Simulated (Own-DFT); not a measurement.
## Calculated data, Hf36O71 (tetragonal hafnia with one neutral oxygen vacancy, atoms displaced)

All values are calculated (Own-DFT development build). A calculation, not a measurement: plane-wave PBE and HSE06 DFT by an unreviewed code, no spin, of a simulated cell at Gamma alone, so results move with cell size and shape, stress positive in tension, energies less offsets, not probed for a lower state with spin; hafnium file: forces about 75 meV/angstrom off all-electron values; oxygen file: force components 24 meV/angstrom off all-electron in a glass; k mesh not checked against a denser one; forces and stress are PBE's, HSE06 gives the energy alone, and its difference from PBE has offsets of its own; offsets are fitted by least squares, one for each functional and potential file, so energies compare only between cells with the same atoms and settings and are not formation energies; the far tail of each file's local potential was reset to the Coulomb form; each entry is a single point on an unrelaxed cell, so the pressure reflects the starting lattice, taken from the Materials Project, from which strain is counted, and rises with the displacements; printed positions are rounded, which can move forces by about a meV/angstrom; the program is a retired in-house code; no spin-orbit coupling.

Settings shared by all entries: first functional PBE; second functional HSE06; exact exchange share 0.25; screening 0.11 1/bohr; exchange divergence Gygi-Baldereschi; potential files PseudoDojo norm-conserving, scalar-relativistic, made for PBE, standard set; wave cutoff 48 hartree; occupations fixed; k mesh 1 x 1 x 1 centred on Gamma.

(1) 
```cif
# cell vector a (Å): 10.7800 0.0000 0.0000
# cell vector b (Å): 0.0000 10.7800 0.0000
# cell vector c (Å): 0.0000 0.0000 10.4493
data_Hf36O71
_symmetry_space_group_name_H-M 'P 1'
_symmetry_Int_Tables_number 1
_cell_length_a 10.7800
_cell_length_b 10.7800
_cell_length_c 10.4493
_cell_angle_alpha 90.000
_cell_angle_beta 90.000
_cell_angle_gamma 90.000
_cell_volume 1214.30
loop_
_atom_site_label
_atom_site_type_symbol
_atom_site_fract_x
_atom_site_fract_y
_atom_site_fract_z
_atom_site_occupancy
Hf1 Hf 0.00938 0.99557 0.99692 1
Hf2 Hf 0.17435 0.16729 0.25228 1
O1 O 0.00162 0.16109 0.15813 1
O2 O 0.17513 0.00262 0.34614 1
O3 O 0.98778 0.16463 0.40941 1
O4 O 0.16371 0.99045 0.09410 1
Hf3 Hf 0.00194 0.00201 0.50116 1
Hf4 Hf 0.16733 0.15718 0.75324 1
O5 O 0.00288 0.17176 0.65232 1
O6 O 0.16766 0.99951 0.84709 1
O7 O 0.99884 0.16505 0.90305 1
O8 O 0.17122 0.99957 0.59109 1
Hf5 Hf 0.99851 0.34532 0.00257 1
Hf6 Hf 0.16468 0.49967 0.24240 1
O9 O 0.00314 0.50088 0.14737 1
O10 O 0.16818 0.33682 0.34258 1
O11 O 0.00307 0.50153 0.39627 1
O12 O 0.16942 0.33519 0.09087 1
Hf7 Hf 0.00356 0.33877 0.50370 1
Hf8 Hf 0.17076 0.49649 0.75252 1
O13 O 0.99836 0.50820 0.65136 1
O14 O 0.16069 0.33254 0.84049 1
O15 O 0.00042 0.49542 0.90368 1
O16 O 0.15671 0.32750 0.59768 1
Hf9 Hf 0.00419 0.66212 0.00094 1
Hf10 Hf 0.16787 0.83418 0.25267 1
O17 O 0.99816 0.83139 0.16714 1
O18 O 0.16847 0.66257 0.34733 1
O19 O 0.00636 0.83948 0.39550 1
O20 O 0.16810 0.66658 0.10747 1
Hf11 Hf 0.00512 0.66489 0.49099 1
Hf12 Hf 0.16582 0.83297 0.75239 1
O21 O 0.99963 0.83048 0.65107 1
O22 O 0.16183 0.66545 0.84872 1
O23 O 0.99671 0.83415 0.89952 1
O24 O 0.17096 0.67146 0.59987 1
Hf13 Hf 0.32546 0.00194 0.00014 1
Hf14 Hf 0.49335 0.17168 0.25351 1
O25 O 0.33185 0.16870 0.15313 1
O26 O 0.49856 0.99948 0.34788 1
O27 O 0.32658 0.16421 0.40971 1
O28 O 0.49858 0.00673 0.09537 1
Hf15 Hf 0.33209 0.99672 0.50037 1
Hf16 Hf 0.49734 0.16469 0.75438 1
O29 O 0.34186 0.16391 0.64773 1
O30 O 0.49859 0.00747 0.85372 1
O31 O 0.33736 0.16448 0.89715 1
O32 O 0.50056 0.99366 0.59207 1
Hf17 Hf 0.33456 0.33236 0.98876 1
Hf18 Hf 0.50422 0.49545 0.25188 1
O33 O 0.33769 0.49896 0.15054 1
O34 O 0.50436 0.33266 0.34378 1
O35 O 0.33027 0.51185 0.40059 1
O36 O 0.50548 0.32993 0.10148 1
Hf19 Hf 0.33948 0.32956 0.49927 1
Hf20 Hf 0.50734 0.49645 0.75035 1
O37 O 0.33601 0.49817 0.65519 1
O38 O 0.49828 0.33443 0.84656 1
O39 O 0.33836 0.50051 0.90027 1
O40 O 0.49539 0.33331 0.59183 1
Hf21 Hf 0.33369 0.66539 0.00222 1
Hf22 Hf 0.50027 0.84059 0.25092 1
O41 O 0.33128 0.83598 0.15781 1
O42 O 0.49432 0.66388 0.34454 1
O43 O 0.33403 0.82721 0.40686 1
O44 O 0.49723 0.66974 0.09796 1
Hf23 Hf 0.33617 0.66568 0.50458 1
Hf24 Hf 0.49923 0.82567 0.74665 1
O45 O 0.33015 0.83770 0.66010 1
O46 O 0.49582 0.66481 0.84185 1
O47 O 0.33081 0.82076 0.89788 1
O48 O 0.49925 0.66707 0.59465 1
Hf25 Hf 0.67304 0.99557 0.00433 1
Hf26 Hf 0.83168 0.16118 0.24428 1
O49 O 0.66997 0.16372 0.15921 1
O50 O 0.83579 0.00333 0.33727 1
O51 O 0.66858 0.15870 0.40485 1
O52 O 0.82949 0.00838 0.09449 1
Hf27 Hf 0.66587 0.00754 0.50557 1
Hf28 Hf 0.84219 0.17005 0.73756 1
O53 O 0.65794 0.17186 0.65319 1
O54 O 0.67165 0.17273 0.90536 1
O55 O 0.83917 0.99741 0.60054 1
Hf29 Hf 0.65809 0.33300 0.00008 1
Hf30 Hf 0.83160 0.50083 0.24872 1
O56 O 0.65706 0.49739 0.14805 1
O57 O 0.84144 0.33074 0.34903 1
O58 O 0.67040 0.49930 0.39828 1
O59 O 0.83971 0.33058 0.10038 1
Hf31 Hf 0.66497 0.34343 0.49683 1
Hf32 Hf 0.83688 0.50517 0.75716 1
O60 O 0.66943 0.49949 0.64790 1
O61 O 0.83199 0.33695 0.85660 1
O62 O 0.66440 0.49606 0.90492 1
O63 O 0.83571 0.33032 0.59507 1
Hf33 Hf 0.66495 0.66957 0.99967 1
Hf34 Hf 0.84419 0.83706 0.25504 1
O64 O 0.66848 0.83466 0.15320 1
O65 O 0.83279 0.66865 0.34236 1
O66 O 0.66749 0.82941 0.39614 1
O67 O 0.82821 0.67393 0.10231 1
Hf35 Hf 0.66571 0.66006 0.49711 1
Hf36 Hf 0.83178 0.82864 0.74417 1
O68 O 0.66479 0.83574 0.65066 1
O69 O 0.83545 0.66703 0.84289 1
O70 O 0.66825 0.83532 0.90069 1
O71 O 0.83768 0.65715 0.60014 1
_calc_PBE_energy_of_cell_above_offsets '-96.607'  # eV
_calc_HSE06_less_PBE_above_offsets '0.087'  # eV
_calc_PBE_pressure 2.84  # GPa
_calc_PBE_stress_xx -2.28  # GPa
_calc_PBE_stress_yy -2.62  # GPa
_calc_PBE_stress_zz -3.62  # GPa
_calc_PBE_stress_yz 0.92  # GPa
_calc_PBE_stress_xz 0.39  # GPa
_calc_PBE_stress_xy -0.16  # GPa
```

Force:
```tsv
element	x (eV/Å)	y (eV/Å)	z (eV/Å)
Hf	-3.33	1.834	-0.04
Hf	-2.489	0.687	0.18
O	1.51	-0.136	-0.134
O	-0.102	-0.219	-0.139
O	1.251	0.335	0.326
O	1.119	0.197	0.696
Hf	-0.295	0.175	-0.653
Hf	-0.174	2.279	-1.483
O	0.945	-0.894	0.073
O	0.252	-0.664	0.867
O	0.242	-0.283	-0.167
O	-1.311	0.342	1.501
Hf	-0.687	-3.689	0.358
Hf	1.763	0.321	1.196
O	-1.248	0.365	-0.347
O	0.115	-0.818	0.205
O	-0.26	-0.057	-0.023
O	0.257	0.058	-0.157
Hf	-1.736	-0.741	-1.745
Hf	-0.369	0.788	-1.358
O	1.111	-0.701	0.342
O	0.967	-0.666	0.612
O	0.042	2.505	-0.973
O	3.274	0.523	0.224
Hf	-0.501	0.859	0.259
Hf	0.327	-0.779	0.835
O	1.965	-0.006	-3.041
O	-0.874	0.876	0.025
O	-0.266	-0.603	1.307
O	-0.413	0.119	-1.436
Hf	0.215	0.428	1.188
Hf	-0.389	-1.561	-0.909
O	0.352	0.187	-0.01
O	-0.42	-0.5	0.574
O	0.183	-0.672	0.789
O	-0.641	-0.213	-0.137
Hf	2.988	-1.406	-0.08
Hf	2.19	-2.372	-1.316
O	-0.072	-0.225	-0.708
O	-0.451	1.049	0.048
O	0.706	0.932	-1.324
O	-0.787	-0.384	0.274
Hf	1.226	-0.748	-0.269
Hf	1.274	-0.821	-0.11
O	-1.617	0.257	0.52
O	-0.282	-1.881	-0.915
O	-1.156	0.516	0.428
O	-0.284	0.04	0.675
Hf	0.006	0.725	1.629
Hf	-2.012	2.199	-0.792
O	-0.185	-0.344	-0.06
O	-0.417	0.106	1.678
O	0.436	-2.948	0.499
O	-2.431	-0.5	-0.177
Hf	-2.525	1.48	0.082
Hf	-0.808	0.619	-0.241
O	-0.177	-0.298	0.031
O	-0.15	-0.287	0.375
O	-0.707	-0.266	0.07
O	1.507	0.786	0.336
Hf	0.314	-0.336	0.653
Hf	0.946	-1.285	-0.099
O	0.344	0.203	-0.773
O	1.043	0.143	0.083
O	-0.204	1.019	-0.086
O	0.548	0.188	-0.844
Hf	-0.854	-0.144	-1.024
Hf	0.139	1.96	0.322
O	0.581	0.093	-0.567
O	0.783	-0.514	0.408
O	-0.165	2.112	0.89
O	1.003	0.077	0.781
Hf	-1.759	1.29	-0.807
Hf	1.288	1.695	0.678
O	-2.186	0.501	-0.365
O	0.005	-1.29	1.66
O	-0.353	2.366	-0.07
O	2.441	-0.798	-0.564
Hf	0.103	-1.796	-0.402
Hf	-2.006	0.132	2.5
O	1.326	-0.441	-0.191
O	-0.202	-1.218	0.051
O	-0.79	0.559	-0.147
Hf	2.9	-1.006	0.059
Hf	0.114	-1.115	-0.15
O	2.148	0.331	0.362
O	-1.161	1.328	-0.534
O	-0.152	0.303	-0.74
O	-1.303	0.848	0.11
Hf	1.543	-2.974	0.897
Hf	0.003	-1.629	-1.249
O	-0.349	-0.334	0.078
O	0.691	0.032	-1.556
O	-0.251	1.511	-0.846
O	-0.741	0.092	0.375
Hf	-0.216	0.275	0.882
Hf	-3.519	-0.252	0.089
O	-0.301	0.338	-0.483
O	0.508	-0.845	1.035
O	-0.154	0.386	1.4
O	0.995	-1.07	-1.354
Hf	0.69	2.544	-0.118
Hf	0.162	1.628	0.066
O	0.447	-0.657	0.16
O	-0.157	-0.076	1.494
O	0.113	-0.833	-0.265
O	-1.009	0.747	-1.259
```

(2) 
```cif
# cell vector a (Å): 10.7800 0.0000 0.0000
# cell vector b (Å): 0.0000 10.7800 0.0000
# cell vector c (Å): 0.0000 0.0000 10.4493
data_Hf36O71
_symmetry_space_group_name_H-M 'P 1'
_symmetry_Int_Tables_number 1
_cell_length_a 10.7800
_cell_length_b 10.7800
_cell_length_c 10.4493
_cell_angle_alpha 90.000
_cell_angle_beta 90.000
_cell_angle_gamma 90.000
_cell_volume 1214.30
loop_
_atom_site_label
_atom_site_type_symbol
_atom_site_fract_x
_atom_site_fract_y
_atom_site_fract_z
_atom_site_occupancy
Hf1 Hf 0.99690 0.00047 0.00113 1
Hf2 Hf 0.16546 0.16668 0.25801 1
O1 O 0.00044 0.17023 0.15101 1
O2 O 0.16610 0.99539 0.34175 1
O3 O 0.00331 0.16684 0.40416 1
O4 O 0.16635 0.99696 0.10070 1
Hf3 Hf 0.99679 0.00207 0.50716 1
Hf4 Hf 0.16124 0.16597 0.75689 1
O5 O 0.99322 0.16660 0.65579 1
O6 O 0.16141 0.99174 0.83832 1
O7 O 0.00135 0.16823 0.90618 1
O8 O 0.16588 0.00481 0.58997 1
Hf5 Hf 0.99603 0.33169 0.00479 1
Hf6 Hf 0.16541 0.50088 0.25074 1
O9 O 0.00275 0.50390 0.15854 1
O10 O 0.16531 0.33209 0.34062 1
O11 O 0.99736 0.49856 0.40897 1
O12 O 0.16776 0.33024 0.09379 1
Hf7 Hf 0.99755 0.32927 0.50788 1
Hf8 Hf 0.16690 0.50305 0.75216 1
O13 O 0.99775 0.49299 0.64475 1
O14 O 0.17798 0.33698 0.84551 1
O15 O 0.01350 0.50370 0.90732 1
O16 O 0.17017 0.33474 0.59817 1
Hf9 Hf 0.00111 0.67213 0.99815 1
Hf10 Hf 0.16735 0.83824 0.25703 1
O17 O 0.00396 0.82994 0.15130 1
O18 O 0.16535 0.67097 0.33816 1
O19 O 0.00361 0.83396 0.40813 1
O20 O 0.17115 0.66261 0.09799 1
Hf11 Hf 0.99506 0.67095 0.49085 1
Hf12 Hf 0.16412 0.83588 0.75247 1
O21 O 0.00337 0.83715 0.66069 1
O22 O 0.16855 0.66823 0.85498 1
O23 O 0.99424 0.83912 0.90754 1
O24 O 0.17136 0.67515 0.59872 1
Hf13 Hf 0.33611 0.00414 0.00071 1
Hf14 Hf 0.49512 0.16033 0.24226 1
O25 O 0.33369 0.16401 0.16390 1
O26 O 0.49800 0.01002 0.34305 1
O27 O 0.32724 0.16216 0.40496 1
O28 O 0.50513 0.00273 0.10146 1
Hf15 Hf 0.33295 0.99507 0.49792 1
Hf16 Hf 0.50470 0.17462 0.75657 1
O29 O 0.34070 0.17189 0.65792 1
O30 O 0.50143 0.00425 0.84643 1
O31 O 0.33732 0.17149 0.89283 1
O32 O 0.49646 0.99896 0.59450 1
Hf17 Hf 0.34028 0.33704 0.98502 1
Hf18 Hf 0.49876 0.49337 0.25120 1
O33 O 0.33766 0.49905 0.14945 1
O34 O 0.49987 0.32928 0.34531 1
O35 O 0.32684 0.50274 0.39590 1
O36 O 0.50575 0.33185 0.11013 1
Hf19 Hf 0.33715 0.32928 0.49657 1
Hf20 Hf 0.49381 0.49866 0.75559 1
O37 O 0.33598 0.50038 0.64329 1
O38 O 0.49690 0.33293 0.84272 1
O39 O 0.32817 0.49737 0.89636 1
O40 O 0.50086 0.32635 0.60714 1
Hf21 Hf 0.33335 0.65350 0.99748 1
Hf22 Hf 0.49542 0.83352 0.25176 1
O41 O 0.33625 0.83748 0.15587 1
O42 O 0.49781 0.66681 0.34390 1
O43 O 0.33268 0.83341 0.40969 1
O44 O 0.50635 0.66743 0.09494 1
Hf23 Hf 0.33228 0.67010 0.49894 1
Hf24 Hf 0.49755 0.82791 0.75991 1
O45 O 0.33511 0.83621 0.64861 1
O46 O 0.50536 0.66401 0.85214 1
O47 O 0.33640 0.82621 0.90837 1
O48 O 0.50063 0.67373 0.59705 1
Hf25 Hf 0.66558 0.99314 0.99597 1
Hf26 Hf 0.83181 0.16530 0.25791 1
O49 O 0.66570 0.16141 0.14229 1
O50 O 0.83180 0.00834 0.34238 1
O51 O 0.66889 0.16315 0.40198 1
O52 O 0.84229 0.00063 0.10264 1
Hf27 Hf 0.67340 0.00160 0.50313 1
Hf28 Hf 0.82764 0.16232 0.74141 1
O53 O 0.67497 0.17343 0.65456 1
O54 O 0.83180 0.99376 0.84518 1
O55 O 0.66687 0.16698 0.90590 1
O56 O 0.82950 0.99520 0.59943 1
Hf29 Hf 0.66425 0.33206 0.99415 1
Hf30 Hf 0.83261 0.49612 0.24543 1
O57 O 0.66955 0.49525 0.14519 1
O58 O 0.83441 0.33371 0.34087 1
O59 O 0.65374 0.50063 0.40846 1
O60 O 0.83498 0.33415 0.09321 1
Hf31 Hf 0.66468 0.33037 0.49608 1
Hf32 Hf 0.83423 0.50457 0.75383 1
O61 O 0.83032 0.32923 0.85525 1
O62 O 0.65958 0.49544 0.90250 1
O63 O 0.83459 0.33545 0.60200 1
Hf33 Hf 0.67058 0.66552 0.00236 1
Hf34 Hf 0.82993 0.84206 0.24573 1
O64 O 0.66223 0.83453 0.14938 1
O65 O 0.83362 0.67229 0.34805 1
O66 O 0.66411 0.83048 0.39562 1
O67 O 0.83167 0.66415 0.09408 1
Hf35 Hf 0.67055 0.65981 0.49768 1
Hf36 Hf 0.82764 0.83348 0.74632 1
O68 O 0.66071 0.83452 0.65613 1
O69 O 0.83330 0.66200 0.84810 1
O70 O 0.66543 0.82748 0.89496 1
O71 O 0.83663 0.65403 0.59504 1
_calc_PBE_energy_of_cell_above_offsets '-96.714'  # eV
_calc_HSE06_less_PBE_above_offsets '0.058'  # eV
_calc_PBE_pressure 2.71  # GPa
_calc_PBE_stress_xx -0.08  # GPa
_calc_PBE_stress_yy -4.88  # GPa
_calc_PBE_stress_zz -3.17  # GPa
_calc_PBE_stress_yz -0.27  # GPa
_calc_PBE_stress_xz -0.75  # GPa
_calc_PBE_stress_xy 0.04  # GPa
```

Force:
```tsv
element	x (eV/Å)	y (eV/Å)	z (eV/Å)
Hf	1.302	0.529	0.686
Hf	-0.213	0.145	-1.601
O	-0.353	-0.077	0.919
O	-0.192	1.533	1.65
O	-0.382	-0.687	0.332
O	0.362	0.41	-1.419
Hf	1.591	-0.324	-0.818
Hf	1.434	0.816	-1.243
O	0.971	-0.336	-0.626
O	0.594	2.754	1.594
O	0.706	-0.475	-0.807
O	-0.554	0.274	0.609
Hf	1.081	0.186	-0.133
Hf	1.005	-0.022	-0.416
O	-1.283	-0.25	-0.386
O	0.06	0.437	1
O	0.139	0.011	-0.772
O	0.809	0.215	-0.477
Hf	1.202	1.857	-0.33
Hf	-0.849	-0.167	-1.449
O	0.849	0.397	2.043
O	-0.412	-0.825	-0.279
O	-0.622	-0.667	-0.458
O	-0.603	-0.64	-0.374
Hf	0.972	-0.285	1.132
Hf	0.218	-1.201	-2.656
O	-0.85	-0.118	0.701
O	-0.26	-0.705	1.473
O	-0.588	1.694	-0.43
O	-0.225	-0.088	-0.557
Hf	1.306	-1.963	0.979
Hf	1.684	-2.547	-1.186
O	-1.727	0.062	-0.863
O	-0.097	0.352	-0.845
O	0.091	-1.242	-0.642
O	-1.377	-0.571	-0.253
Hf	-0.142	-1.234	0.736
Hf	1.96	1.319	0.085
O	-1.162	-0.419	-2.078
O	-0.175	-2.542	0.977
O	-0.249	0.77	0.105
O	-1.173	-0.2	-1.334
Hf	0.974	1.106	1.277
Hf	-0.959	-2.432	-2.332
O	-1.421	-0.21	0.008
O	0.088	-0.884	0.807
O	-0.374	-1.336	1.608
O	1.699	0.454	-0.325
Hf	-1.721	-1.003	3.18
Hf	0.007	0.902	-0.599
O	-0.252	-0.012	-0.622
O	-0.089	-0.202	1.438
O	0.432	-0.685	0.392
O	-1.065	0.17	-2.341
Hf	-0.625	0.254	0.738
Hf	1.348	1.386	-2.297
O	-0.104	0.086	1.122
O	-0.013	1.276	2.356
O	0.825	0.466	-0.888
O	0.933	0.829	-1.438
Hf	0.007	2.151	1.871
Hf	0.708	-0.124	0.112
O	-0.523	0.209	0.155
O	-0.151	-0.23	0.046
O	0.115	-0.011	-1.693
O	-0.906	-0.153	0.106
Hf	0.616	-1.204	0.632
Hf	-0.596	0.622	-1.633
O	-0.542	0.161	1.355
O	-0.791	-0.81	-0.4
O	0.311	1.355	-0.141
O	0.268	-0.73	0.047
Hf	0.251	1.049	0.683
Hf	-0.25	1.602	-3.377
O	0.984	0.014	1.334
O	0.266	-2.62	2.057
O	0.479	0.571	0.354
O	-1.799	-0.624	-0.372
Hf	-3.741	-1.419	-1.017
Hf	1.413	1.296	3.449
O	-2.297	-0.622	-1.484
O	-0.353	1.039	0.132
O	-0.332	-0.912	-1.145
O	1.008	0.05	0.333
Hf	1.365	-0.124	1.92
Hf	0.772	0.927	-0.33
O	-0.217	0.328	1.164
O	-0.518	0.186	1.266
O	0.717	-1.149	-0.4
O	-0.917	0.457	0.91
Hf	-0.225	0.185	1.029
Hf	-0.207	-1.937	-1.08
O	0.341	0.593	-1.337
O	0.213	0.714	-0.711
O	-1.233	-0.179	-0.731
Hf	-1.165	-0.647	-0.315
Hf	0.03	-1.079	-0.224
O	1.114	0.386	-0.371
O	0.044	-0.685	-0.425
O	0.602	1.288	0.946
O	0.767	0.326	0.545
Hf	-1.236	1.678	0.596
Hf	0.042	-0.735	0.78
O	1.281	0.152	-0.603
O	0.176	1.12	-0.025
O	0.29	0.535	0.747
O	-0.706	0.659	0.582
```
